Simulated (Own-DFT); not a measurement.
# Device materials side by side: how hard are they to compress?

Everything here is calculated. The program is Own-DFT (plane waves, in-house, since retired, never reviewed by a person); positions were held fixed, and spin and spin-orbit coupling were off.

Caveats (not all hold for every row): forces on such cells moved up to 12 meV/angstrom on a denser k mesh; forces not confirmed at this smearing and k mesh; k mesh not checked against a denser one; forces on such cells passed a denser k mesh, each cell not checked; stress not checked against mesh or cutoff.

All runs are PBE with PseudoDojo norm-conserving files; cutoff and k mesh are each material's own. Every cell starts from measured lattice constants and was given uniform random strains and small random moves of its atoms. Each triple is the change of volume in per cent, the rms move u in Å and the pressure in GPa.

- 3C SiC (C32Si32), 10.36 Å³/atom unstrained: (-3.25, 0.050, 13.36); (-1.73, 0.051, 10.41); (-1.14, 0.047, 8.09); (-0.92, 0.052, 8.08); (0.03, 0.050, 5.08); (1.15, 0.051, 3.46); (2.27, 0.051, 0.91)
- wurtzite AlN (Al36N36), 10.45 Å³/atom unstrained: (-3.67, 0.047, 13.80); (-3.35, 0.051, 13.47); (-0.99, 0.054, 8.75); (-0.58, 0.047, 6.90); (0.07, 0.047, 4.88); (0.26, 0.048, 5.10); (2.32, 0.051, 0.82)
- wurtzite GaN (Ga48N48), 11.42 Å³/atom unstrained: (-2.28, 0.050, 12.39); (-0.31, 0.047, 7.38); (0.60, 0.051, 5.94); (0.91, 0.050, 5.43); (1.38, 0.052, 4.78); (1.86, 0.050, 3.77); (2.78, 0.050, 2.00)
- diamond silicon (Si64), 20.02 Å³/atom unstrained: (-3.59, 0.052, 6.56); (-1.58, 0.053, 4.25); (-0.84, 0.052, 3.53); (-0.82, 0.056, 3.64); (-0.01, 0.047, 2.66); (0.82, 0.054, 1.93); (1.55, 0.051, 1.15)
- zincblende GaAs (As32Ga32), 22.58 Å³/atom unstrained: withheld
- grey tin (Sn64), 34.15 Å³/atom unstrained: (-2.86, 0.047, 5.25); (-2.51, 0.049, 5.10); (-1.45, 0.053, 4.47); (0.41, 0.050, 3.48); (0.90, 0.048, 3.11); (1.31, 0.049, 3.10); (1.78, 0.047, 2.74)

## Working it out

Fit a line to each set against the fractional change of volume; B is minus its slope, and u is nearly the same within a set. To take it to zero pressure, assume that B rises by 4 GPa for each GPa: B0 = B - 4 x (mean pressure). The bond length of an ideal tetrahedral crystal with the unstrained volume v is d = (√3/4)(8 v)^(1/3). Cohen's empirical rule reads B0 = (1971 - 220 L) d^(-3.5) GPa, with L = 0 for group IV crystals and SiC and 1 for III-V compounds.

```
material,L,d (Å),B (GPa),mean P (GPa),B0 (GPa),rule (GPa)
3C SiC (C32Si32),0,1.888,229 ± 11,7.1,201 ± 11,213
wurtzite AlN (Al36N36),1,1.893,224 ± 10,7.7,194 ± 10,188
wurtzite GaN (Ga48N48),1,1.950,201 ± 10,6.0,177 ± 10,169
diamond silicon (Si64),0,2.352,105 ± 2,3.4,91 ± 2,99
zincblende GaAs (As32Ga32),1,2.448,?,?,?,76
grey tin (Sn64),0,2.810,54 ± 1,3.9,39 ± 1,53
```

A line through ln[B0/(1971 - 220 L)] against ln d has a slope of -4.3 ± 0.2 and a scatter of 7 %. Against the rule, B0 stands at 94 % for 3C SiC, 103 % for wurtzite AlN, 105 % for wurtzite GaN, 92 % for diamond silicon, 73 % for grey tin. PBE tends to make silicon and heavier crystals too soft, and the rule itself is only a guide.

## The run left out

Question: what B0 does the fitted trend give for zincblende GaAs (As32Ga32)?

The straight line predicts 64 GPa. Its own runs give B = 76 ± 2 GPa at a mean pressure of 4.5 GPa, so B0 = 58 GPa.
